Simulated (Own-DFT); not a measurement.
AlN (wurtzite, atoms displaced) (calculated)

All values are calculated (Own-DFT development build). A calculation, not a measurement: plane-wave PBE density functional theory by an unreviewed code, no spin, of a simulated periodic cell, stress positive in tension, free energy of the whole cell less one offset for each atom, forces on such cells passed a denser k mesh, this cell's mesh not checked; offsets are fitted by least squares, one for each functional and potential file, so energies compare only between cells with the same atoms and settings and are not formation energies; the far tail of each file's local potential was reset to the Coulomb form; each entry is a single point on an unrelaxed cell, so the pressure reflects the starting lattice, mostly measured values (interpolated for alloys), from which strain is counted, and rises with the displacements; printed positions are rounded, which can move forces by about a meV/angstrom; the program, named Own-DFT, is a retired in-house code; no spin-orbit coupling.

Common to all runs: functional PBE; potential files PseudoDojo norm-conserving, scalar-relativistic, standard set; wave cutoff 42 hartree; occupations Fermi-Dirac; smearing width 0.1 eV; k mesh 2 x 2 x 2 centred on Gamma.

(1) 
```cif
# cell vector a (Å): 12.4480 0.0000 0.0000
# cell vector b (Å): -6.2240 10.7803 0.0000
# cell vector c (Å): 0.0000 0.0000 9.9640
data_AlN
_symmetry_space_group_name_H-M 'P 1'
_symmetry_Int_Tables_number 1
_cell_length_a 12.4480
_cell_length_b 12.4480
_cell_length_c 9.9640
_cell_angle_alpha 90.000
_cell_angle_beta 90.000
_cell_angle_gamma 120.000
_cell_volume 1337.10
loop_
_atom_site_label
_atom_site_type_symbol
_atom_site_fract_x
_atom_site_fract_y
_atom_site_fract_z
_atom_site_occupancy
Al1 Al 0.08260 0.16627 0.00165 1
Al2 Al 0.16759 0.08529 0.25388 1
N1 N 0.08311 0.16583 0.19229 1
N2 N 0.16865 0.08324 0.43890 1
Al3 Al 0.08557 0.16642 0.50167 1
Al4 Al 0.16494 0.08055 0.74543 1
N3 N 0.08301 0.16370 0.69232 1
N4 N 0.16785 0.08561 0.94368 1
Al5 Al 0.08381 0.41964 0.99871 1
Al6 Al 0.17021 0.33650 0.25119 1
N5 N 0.08227 0.41583 0.19153 1
N6 N 0.16706 0.33382 0.43881 1
Al7 Al 0.07998 0.41771 0.50204 1
Al8 Al 0.16781 0.33361 0.74917 1
N7 N 0.08469 0.41648 0.69349 1
N8 N 0.16572 0.33230 0.93822 1
Al9 Al 0.08339 0.66735 0.99681 1
Al10 Al 0.16703 0.58156 0.24984 1
N9 N 0.08104 0.66472 0.19034 1
N10 N 0.16304 0.58418 0.44194 1
Al11 Al 0.08133 0.66643 0.50123 1
Al12 Al 0.16412 0.58073 0.74651 1
N11 N 0.08416 0.66617 0.69035 1
N12 N 0.16581 0.58445 0.93538 1
Al13 Al 0.08103 0.91546 0.99961 1
Al14 Al 0.16583 0.83320 0.24895 1
N13 N 0.08578 0.91580 0.19383 1
N14 N 0.16955 0.83736 0.44301 1
Al15 Al 0.08240 0.91695 0.50017 1
Al16 Al 0.16965 0.83444 0.74987 1
N15 N 0.08052 0.91577 0.68786 1
N16 N 0.16639 0.83504 0.94230 1
Al17 Al 0.33505 0.16774 0.00237 1
Al18 Al 0.41385 0.07918 0.24707 1
N17 N 0.33121 0.16627 0.19122 1
N18 N 0.41868 0.08440 0.44137 1
Al19 Al 0.33554 0.16810 0.49839 1
Al20 Al 0.41733 0.08058 0.74947 1
N19 N 0.33288 0.16467 0.68817 1
N20 N 0.41644 0.08264 0.94041 1
Al21 Al 0.33337 0.41829 0.99842 1
Al22 Al 0.41498 0.33509 0.24762 1
N21 N 0.33092 0.41644 0.19284 1
N22 N 0.41748 0.33454 0.44060 1
Al23 Al 0.33777 0.41878 0.49931 1
Al24 Al 0.41733 0.33673 0.75075 1
N23 N 0.32981 0.41475 0.68917 1
N24 N 0.41720 0.33557 0.94427 1
Al25 Al 0.33559 0.66707 0.99599 1
Al26 Al 0.41595 0.58214 0.24896 1
N25 N 0.33245 0.66673 0.18821 1
N26 N 0.41778 0.58433 0.44184 1
Al27 Al 0.33063 0.66698 0.50249 1
Al28 Al 0.41881 0.58553 0.74902 1
N27 N 0.33481 0.66738 0.69149 1
N28 N 0.41632 0.58512 0.94162 1
Al29 Al 0.33286 0.91639 0.99935 1
Al30 Al 0.41801 0.83409 0.24901 1
N29 N 0.33491 0.91798 0.19043 1
N30 N 0.42126 0.83487 0.44189 1
Al31 Al 0.33195 0.91768 0.49988 1
Al32 Al 0.41676 0.83230 0.74966 1
N31 N 0.33215 0.91587 0.69211 1
N32 N 0.41528 0.83091 0.94132 1
Al33 Al 0.58047 0.16632 0.99434 1
Al34 Al 0.66817 0.08265 0.25007 1
N33 N 0.58218 0.16654 0.18879 1
N34 N 0.66407 0.08005 0.43915 1
Al35 Al 0.58323 0.16421 0.50070 1
Al36 Al 0.66578 0.08299 0.75210 1
N35 N 0.58660 0.16625 0.69091 1
N36 N 0.66823 0.08391 0.94318 1
Al37 Al 0.57889 0.41027 0.00112 1
Al38 Al 0.66316 0.33216 0.25262 1
N37 N 0.58521 0.41701 0.19221 1
N38 N 0.66944 0.33428 0.44313 1
Al39 Al 0.58302 0.41595 0.49909 1
Al40 Al 0.66580 0.33278 0.74951 1
N39 N 0.58652 0.41730 0.68645 1
N40 N 0.66610 0.33338 0.93891 1
Al41 Al 0.58525 0.66651 0.00100 1
Al42 Al 0.66378 0.58269 0.24584 1
N41 N 0.58571 0.66950 0.18942 1
N42 N 0.66823 0.58250 0.43960 1
Al43 Al 0.58237 0.66724 0.50103 1
Al44 Al 0.67158 0.58269 0.75185 1
N43 N 0.58186 0.66551 0.69264 1
N44 N 0.66653 0.58291 0.94361 1
Al45 Al 0.58365 0.91848 0.99890 1
Al46 Al 0.66865 0.83615 0.24972 1
N45 N 0.58351 0.91989 0.19359 1
N46 N 0.66422 0.83222 0.44135 1
Al47 Al 0.58196 0.91860 0.50038 1
Al48 Al 0.66825 0.83281 0.74753 1
N47 N 0.58413 0.91843 0.68577 1
N48 N 0.67175 0.83655 0.94377 1
Al49 Al 0.83588 0.16657 0.99983 1
Al50 Al 0.92023 0.08610 0.24946 1
N49 N 0.83412 0.16733 0.19060 1
N50 N 0.91766 0.08271 0.43471 1
Al51 Al 0.83297 0.16463 0.49985 1
Al52 Al 0.91763 0.08340 0.75155 1
N51 N 0.83229 0.16577 0.69230 1
N52 N 0.91503 0.08294 0.93786 1
Al53 Al 0.83469 0.41830 0.99844 1
Al54 Al 0.91826 0.33585 0.25295 1
N53 N 0.83233 0.41611 0.18949 1
N54 N 0.91908 0.33225 0.43994 1
Al55 Al 0.83121 0.41478 0.50153 1
Al56 Al 0.91982 0.33543 0.74829 1
N55 N 0.83676 0.41717 0.69236 1
N56 N 0.91424 0.33205 0.94251 1
Al57 Al 0.83135 0.66589 0.00202 1
Al58 Al 0.92176 0.58429 0.24871 1
N57 N 0.83286 0.66557 0.18945 1
N58 N 0.91492 0.58220 0.44179 1
Al59 Al 0.83532 0.67107 0.50023 1
Al60 Al 0.91685 0.58225 0.74953 1
N59 N 0.82866 0.66536 0.69336 1
N60 N 0.91584 0.58354 0.94009 1
Al61 Al 0.83106 0.91535 0.00315 1
Al62 Al 0.91459 0.82963 0.25010 1
N61 N 0.83098 0.91222 0.19249 1
N62 N 0.91796 0.83387 0.44079 1
Al63 Al 0.83264 0.91684 0.49741 1
Al64 Al 0.91580 0.83165 0.75330 1
N63 N 0.83191 0.91860 0.69173 1
N64 N 0.91700 0.83472 0.93885 1
_calc_free_energy_of_cell_above_offsets '-62.166'  # eV
_calc_pressure 3.81  # GPa
_calc_stress_xx -4.12  # GPa
_calc_stress_yy -3.59  # GPa
_calc_stress_zz -3.71  # GPa
_calc_stress_yz 0.03  # GPa
_calc_stress_xz 0.04  # GPa
_calc_stress_xy -0.59  # GPa
```

Force:
```csv
element,x (eV/Å),y (eV/Å),z (eV/Å)
Al,0.01,-0.005,-0.261
Al,-0.107,-0.637,-0.904
N,0.3,0.612,-0.267
N,-0.203,0.165,0.853
Al,-0.431,0.139,-0.479
Al,0.405,0.375,1.053
N,-0.277,0.623,-0.427
N,0.15,-0.512,-0.675
Al,-0.031,-0.599,0.049
Al,-1.061,-0.943,-0.021
N,0.432,0.329,-0.31
N,0.05,0.272,0.854
Al,1.222,-0.229,-0.27
Al,-0.225,-0.649,0.092
N,-0.081,-0.156,-0.689
N,-0.012,0.423,0.541
Al,-0.082,-0.075,0.306
Al,-0.353,0.357,-0.031
N,1.129,0.642,-0.333
N,0.691,-0.089,-0.057
Al,-0.203,0.495,-0.29
Al,0.503,0.691,0.329
N,-0.372,0.266,0.157
N,0.332,0.036,0.575
Al,0.222,0.736,0.468
Al,0.551,-0.181,0.343
N,-1.037,0.234,-0.442
N,-0.407,-0.956,-0.407
Al,0.283,0.148,-0.355
Al,-0.949,-0.3,0.056
N,0.518,-0.422,0.588
N,0.192,-0.234,-0.419
Al,-0.599,-0.394,-0.371
Al,0.299,1.254,0.54
N,0.505,0.322,0.161
N,-0.246,-0.199,-0.274
Al,-0.016,-0.182,0.046
Al,-0.375,0.694,-0.189
N,0.174,0.505,0.538
N,-0.33,-0.035,-0.228
Al,-0.429,-0.161,0.241
Al,0.709,-0.415,0.399
N,0.663,0.432,-0.827
N,0.132,-0.139,-0.335
Al,-0.961,-0.318,-0.066
Al,0.373,-0.746,-0.332
N,0.831,0.759,0.285
N,-0.226,-0.443,-0.613
Al,-0.962,-0.233,0.508
Al,0.033,0.819,0.211
N,0.222,-0.072,0.214
N,-0.511,-0.042,-0.261
Al,0.546,0.16,-0.538
Al,-0.326,-0.609,0.176
N,-0.452,-0.338,-0.008
N,0.788,-0.372,-0.328
Al,0.079,-0.098,0.162
Al,-0.089,-0.148,0.326
N,-0.264,-0.945,-0.192
N,-1.593,-0.568,-0.257
Al,0.913,0.038,-0.007
Al,0.158,0.348,-0.122
N,0.57,-0.001,-0.216
N,0.118,0.804,-0.309
Al,1.039,0.173,1.04
Al,-0.542,0.761,-0.297
N,-0.042,-0.093,0.038
N,0.435,0.958,0.19
Al,0.104,0.436,-0.26
Al,0.724,-0.107,-0.03
N,-0.82,-0.031,0.131
N,-0.433,-0.018,-0.439
Al,0.765,1.331,0.165
Al,0.996,-0.092,-0.308
N,-1,-0.338,-0.314
N,-0.626,-0.754,-0.13
Al,0.358,0.402,-0.339
Al,0.538,0.08,-0.166
N,-0.709,-0.151,0.923
N,-0.078,-0.017,-0.028
Al,-0.399,0.437,-0.341
Al,0.802,0.297,0.764
N,-0.636,-0.471,0.217
N,-0.591,0.376,-0.019
Al,0.634,-0.145,-0.186
Al,-1.762,-0.43,0.169
N,0.756,0.017,-0.064
N,-0.034,-0.636,-0.278
Al,0.305,-0.275,0.461
Al,-0.64,-0.41,0.327
N,0.442,-0.762,-0.796
N,0.301,0.338,-0.044
Al,0.86,-0.446,-0.322
Al,-0.575,0.287,0.463
N,-0.078,-0.405,1.378
N,-1.31,-0.876,-0.723
Al,-0.609,0.171,0.207
Al,-0.571,-0.635,-0.381
N,0.252,0.039,0.157
N,0.047,0.117,1.283
Al,-0.014,-0.108,-0.036
Al,-0.385,-0.059,-0.369
N,0.32,0.347,-0.353
N,0.627,-0.146,0.97
Al,-0.29,-0.498,0.366
Al,-0.357,-0.598,-0.827
N,0.008,0.127,0.362
N,-0.993,-0.053,0.614
Al,0.653,0.418,-0.146
Al,-0.358,-0.9,0.723
N,-0.614,-0.149,-0.233
N,0.583,0.474,-0.543
Al,0.413,0.207,-0.319
Al,-1.595,-0.77,0.35
N,0.17,-0.13,0.334
N,0.188,0.316,0.011
Al,-0.172,-1.096,-0.017
Al,-0.256,0.373,0.016
N,1.696,0.655,-0.566
N,0.05,0.252,-0.099
Al,0.808,0.655,-0.256
Al,0.387,0.468,-0.043
N,0.481,1.074,-0.104
N,-0.3,0.143,-0.054
Al,-0.089,0.023,0.31
Al,-0.483,0.438,-0.766
N,0.876,-0.41,-0.533
N,-0.149,-0.412,0.795
```

(2) 
```cif
# cell vector a (Å): 12.4480 0.0000 0.0000
# cell vector b (Å): -6.2240 10.7803 0.0000
# cell vector c (Å): 0.0000 0.0000 9.9640
data_AlN
_symmetry_space_group_name_H-M 'P 1'
_symmetry_Int_Tables_number 1
_cell_length_a 12.4480
_cell_length_b 12.4480
_cell_length_c 9.9640
_cell_angle_alpha 90.000
_cell_angle_beta 90.000
_cell_angle_gamma 120.000
_cell_volume 1337.10
loop_
_atom_site_label
_atom_site_type_symbol
_atom_site_fract_x
_atom_site_fract_y
_atom_site_fract_z
_atom_site_occupancy
Al1 Al 0.08340 0.16868 0.00233 1
Al2 Al 0.16821 0.08416 0.24816 1
N1 N 0.08720 0.16918 0.19259 1
N2 N 0.16429 0.08124 0.43818 1
Al3 Al 0.08406 0.16908 0.50039 1
Al4 Al 0.16701 0.07970 0.75146 1
N3 N 0.08405 0.16422 0.69013 1
N4 N 0.16839 0.08296 0.93844 1
Al5 Al 0.08237 0.41900 0.00042 1
Al6 Al 0.16787 0.33520 0.25096 1
N5 N 0.08282 0.41775 0.18908 1
N6 N 0.16618 0.33449 0.44124 1
Al7 Al 0.08449 0.41751 0.50011 1
Al8 Al 0.16441 0.32918 0.75052 1
N7 N 0.08289 0.41632 0.69255 1
N8 N 0.16366 0.33355 0.94606 1
Al9 Al 0.08612 0.66961 0.00047 1
Al10 Al 0.16774 0.58024 0.24524 1
N9 N 0.07973 0.66713 0.18987 1
N10 N 0.16289 0.58160 0.44532 1
Al11 Al 0.08481 0.66618 0.49935 1
Al12 Al 0.16487 0.58164 0.74917 1
N11 N 0.07983 0.66377 0.68797 1
N12 N 0.16766 0.58233 0.94174 1
Al13 Al 0.08510 0.91865 0.00033 1
Al14 Al 0.16679 0.83265 0.25293 1
N13 N 0.08505 0.91961 0.19239 1
N14 N 0.16998 0.83666 0.44099 1
Al15 Al 0.08427 0.91881 0.50282 1
Al16 Al 0.16987 0.83514 0.75108 1
N15 N 0.08532 0.91792 0.69445 1
N16 N 0.16833 0.83291 0.94252 1
Al17 Al 0.33316 0.16643 0.99967 1
Al18 Al 0.41743 0.08283 0.24603 1
N17 N 0.33185 0.16731 0.19010 1
N18 N 0.41327 0.08412 0.44413 1
Al19 Al 0.33383 0.16859 0.50056 1
Al20 Al 0.41530 0.08262 0.74765 1
N19 N 0.33334 0.16776 0.69129 1
N20 N 0.41768 0.08535 0.94060 1
Al21 Al 0.33546 0.42020 0.99905 1
Al22 Al 0.41630 0.33518 0.24974 1
N21 N 0.33461 0.41901 0.18977 1
N22 N 0.41750 0.33353 0.44462 1
Al23 Al 0.33362 0.41564 0.50290 1
Al24 Al 0.41701 0.33510 0.75228 1
N23 N 0.32984 0.41489 0.69007 1
N24 N 0.41683 0.33140 0.94067 1
Al25 Al 0.32941 0.66321 0.99969 1
Al26 Al 0.41343 0.58052 0.24882 1
N25 N 0.33131 0.66500 0.19209 1
N26 N 0.41551 0.58074 0.43907 1
Al27 Al 0.33603 0.66864 0.50140 1
Al28 Al 0.41619 0.58186 0.74943 1
N27 N 0.32906 0.66442 0.68908 1
N28 N 0.41645 0.58265 0.93734 1
Al29 Al 0.33201 0.91656 0.99858 1
Al30 Al 0.41471 0.83309 0.24997 1
N29 N 0.33245 0.91695 0.19348 1
N30 N 0.41782 0.83343 0.43844 1
Al31 Al 0.33576 0.91579 0.50129 1
Al32 Al 0.41804 0.83436 0.74827 1
N31 N 0.33554 0.91656 0.69152 1
N32 N 0.41808 0.83039 0.93797 1
Al33 Al 0.58435 0.16797 0.00041 1
Al34 Al 0.66480 0.08343 0.25523 1
N33 N 0.58121 0.16710 0.18991 1
N34 N 0.66999 0.08316 0.44053 1
Al35 Al 0.58273 0.16685 0.50373 1
Al36 Al 0.66830 0.08384 0.75004 1
N35 N 0.58162 0.16281 0.69271 1
N36 N 0.66716 0.08227 0.94131 1
Al37 Al 0.58617 0.41657 0.00114 1
Al38 Al 0.66854 0.33456 0.25129 1
N37 N 0.58364 0.41396 0.18865 1
N38 N 0.66636 0.33301 0.44288 1
Al39 Al 0.58244 0.41849 0.49796 1
Al40 Al 0.66587 0.33512 0.75036 1
N39 N 0.58236 0.41635 0.69015 1
N40 N 0.66833 0.33271 0.93585 1
Al41 Al 0.58531 0.66789 0.00263 1
Al42 Al 0.66469 0.58119 0.25384 1
N41 N 0.58523 0.66701 0.19588 1
N42 N 0.66433 0.58444 0.44257 1
Al43 Al 0.58703 0.67087 0.49961 1
Al44 Al 0.66912 0.58167 0.74617 1
N43 N 0.58583 0.66715 0.69435 1
N44 N 0.66763 0.58390 0.94106 1
Al45 Al 0.58470 0.91614 0.00045 1
Al46 Al 0.66792 0.83297 0.24788 1
N45 N 0.58364 0.91691 0.18915 1
N46 N 0.66527 0.83192 0.44124 1
Al47 Al 0.58411 0.91520 0.49958 1
Al48 Al 0.66872 0.83111 0.74599 1
N47 N 0.58353 0.91672 0.68809 1
N48 N 0.66283 0.83239 0.94016 1
Al49 Al 0.83235 0.16730 0.99994 1
Al50 Al 0.91997 0.08370 0.24529 1
N49 N 0.83268 0.16958 0.19015 1
N50 N 0.91821 0.08526 0.44063 1
Al51 Al 0.83600 0.16979 0.49787 1
Al52 Al 0.91442 0.08260 0.75368 1
N51 N 0.83317 0.16737 0.69208 1
N52 N 0.91581 0.08256 0.94138 1
Al53 Al 0.83424 0.41878 0.99926 1
Al54 Al 0.91736 0.33603 0.24909 1
N53 N 0.83293 0.41632 0.19366 1
N54 N 0.91712 0.33190 0.44150 1
Al55 Al 0.83421 0.42106 0.49592 1
Al56 Al 0.91564 0.33120 0.75369 1
N55 N 0.83262 0.41655 0.69582 1
N56 N 0.91441 0.33289 0.94051 1
Al57 Al 0.83605 0.67019 0.99874 1
Al58 Al 0.92005 0.58565 0.24912 1
N57 N 0.83732 0.67017 0.19018 1
N58 N 0.91601 0.58087 0.44450 1
Al59 Al 0.83311 0.66512 0.49797 1
Al60 Al 0.91957 0.58763 0.74946 1
N59 N 0.83701 0.66839 0.68945 1
N60 N 0.91799 0.58304 0.94057 1
Al61 Al 0.83343 0.91539 0.99851 1
Al62 Al 0.91345 0.83063 0.24994 1
N61 N 0.83306 0.91615 0.19197 1
N62 N 0.91501 0.83222 0.44336 1
Al63 Al 0.83427 0.91808 0.50085 1
Al64 Al 0.91703 0.83363 0.75111 1
N63 N 0.83510 0.91585 0.69252 1
N64 N 0.91642 0.83147 0.94295 1
_calc_free_energy_of_cell_above_offsets '-62.176'  # eV
_calc_pressure 3.8  # GPa
_calc_stress_xx -3.12  # GPa
_calc_stress_yy -4.75  # GPa
_calc_stress_zz -3.52  # GPa
_calc_stress_yz 0.29  # GPa
_calc_stress_xz 0.18  # GPa
_calc_stress_xy -0.1  # GPa
```

Force:
```csv
element,x (eV/Å),y (eV/Å),z (eV/Å)
Al,0.405,-0.366,-0.298
Al,-0.116,-0.147,0.522
N,-0.373,-0.086,-0.371
N,0.155,0.831,0.519
Al,0.209,-0.605,-0.181
Al,-0.28,1.11,-0.307
N,-0.423,-0.097,0.411
N,-0.643,0.164,0.676
Al,-0.064,-0.73,-0.289
Al,-0.13,-0.09,-0.158
N,0.25,-0.349,0.224
N,0.468,0.072,-0.135
Al,-0.432,-0.273,0.483
Al,-0.322,0.405,0.335
N,0.113,-0.502,-0.011
N,0.63,0.198,-0.707
Al,-0.296,-0.739,-0.122
Al,-1.18,0.682,1.234
N,1.561,0.142,0.151
N,1.102,0.456,-1.282
Al,-0.526,0.467,0.094
Al,-0.177,0.031,-0.046
N,0.855,1.122,0.613
N,-0.823,0.309,-0.226
Al,-0.006,-0.284,0.33
Al,-0.447,0.414,-0.282
N,-0.167,-0.779,-0.328
N,-0.279,-0.74,0.491
Al,0.036,-0.381,-0.392
Al,-0.189,-0.759,-0.307
N,0.009,-0.729,-0.317
N,-0.469,0.282,-0.419
Al,0.076,0.107,0.023
Al,-0.788,0.337,0.958
N,0.557,0.265,0.037
N,1.121,-0.199,-0.627
Al,-0.459,-0.585,0.047
Al,0.179,0.357,0.381
N,0.031,-0.068,0.024
N,0.013,-0.539,0.008
Al,-0.035,-0.931,-0.137
Al,0.316,-0.51,0.108
N,-0.057,-0.484,-0.049
N,-0.38,0.193,-0.916
Al,-0.347,0.195,-0.427
Al,-0.055,-0.4,-0.335
N,0.477,0.156,0.55
N,-0.189,0.743,0.331
Al,0.96,0.772,-0.167
Al,0.517,0.901,0.484
N,0.311,0.303,-0.442
N,0.15,0.532,0.487
Al,-0.439,-0.791,-0.477
Al,-0.208,0.318,-0.31
N,0.817,0.508,0.347
N,0.094,0.34,0.769
Al,1.079,0.221,0.24
Al,0.557,0.056,-0.357
N,0.168,-0.289,-0.71
N,0.033,-0.017,0.373
Al,-0.485,0.482,-0.278
Al,0.31,-0.56,0.289
N,-0.399,-0.109,-0.081
N,-0.76,0.293,0.584
Al,0.183,-0.284,-0.409
Al,0.404,0.086,-1.131
N,0.648,0.166,0.281
N,-0.881,0.014,0.591
Al,0.106,-0.295,-0.373
Al,-0.284,-0.306,0.121
N,-0.073,0.761,-0.079
N,-0.282,0.11,-0.125
Al,-0.286,-0.05,-0.656
Al,-0.245,-0.577,0.135
N,-0.311,0.589,0.767
N,-0.206,0.276,-0.279
Al,0.449,-0.443,0.563
Al,0.543,-0.593,-0.613
N,-0.08,0.1,-0.194
N,-0.354,0.232,1.213
Al,-0.247,-0.349,-0.361
Al,0.605,0.274,-0.786
N,-0.482,-0.425,-0.715
N,0.82,-0.203,-0.131
Al,-0.86,-0.979,0.347
Al,-0.217,0.367,0.708
N,-0.25,-0.597,-0.912
N,0.195,-0.031,-0.096
Al,-0.636,0.169,-0.178
Al,-0.556,0.324,0.45
N,-0.162,-0.158,0.588
N,0.498,0.691,-0.238
Al,-0.175,0.5,-0.134
Al,-0.819,0.559,0.769
N,0.45,-0.181,0.251
N,1.269,0.042,-0.112
Al,-0.017,-0.091,0.249
Al,-0.837,0.323,0.75
N,0.453,-0.469,0.183
N,-0.031,-0.318,-0.261
Al,0.067,-0.575,0.45
Al,0.502,0.223,-0.755
N,0.358,-0.287,-0.258
N,0.175,0.086,0.464
Al,-0.07,-0.357,-0.043
Al,0.204,-0.627,0.387
N,-0.081,0.605,-0.528
N,-0.333,0.986,-0.355
Al,0.582,-1.688,1.451
Al,-0.314,0.669,-0.729
N,0.073,0.298,-0.919
N,0.434,0.211,0.591
Al,0.043,-1.208,0.305
Al,-0.871,-0.539,0.39
N,-0.598,-1.204,0.265
N,-0.094,1.314,-1.178
Al,-0.001,0.345,0.349
Al,-0.137,-1.261,0.17
N,-0.604,-0.061,0.014
N,-0.066,0.708,0.163
Al,-0.521,-0.035,0.209
Al,0.7,1.08,0.409
N,0.155,0.13,-0.495
N,0.273,0.078,-0.274
Al,-0.009,0.134,-0.198
Al,0.367,-0.103,-0.075
N,-0.298,0.28,-0.121
N,0.112,0.936,-0.499
```
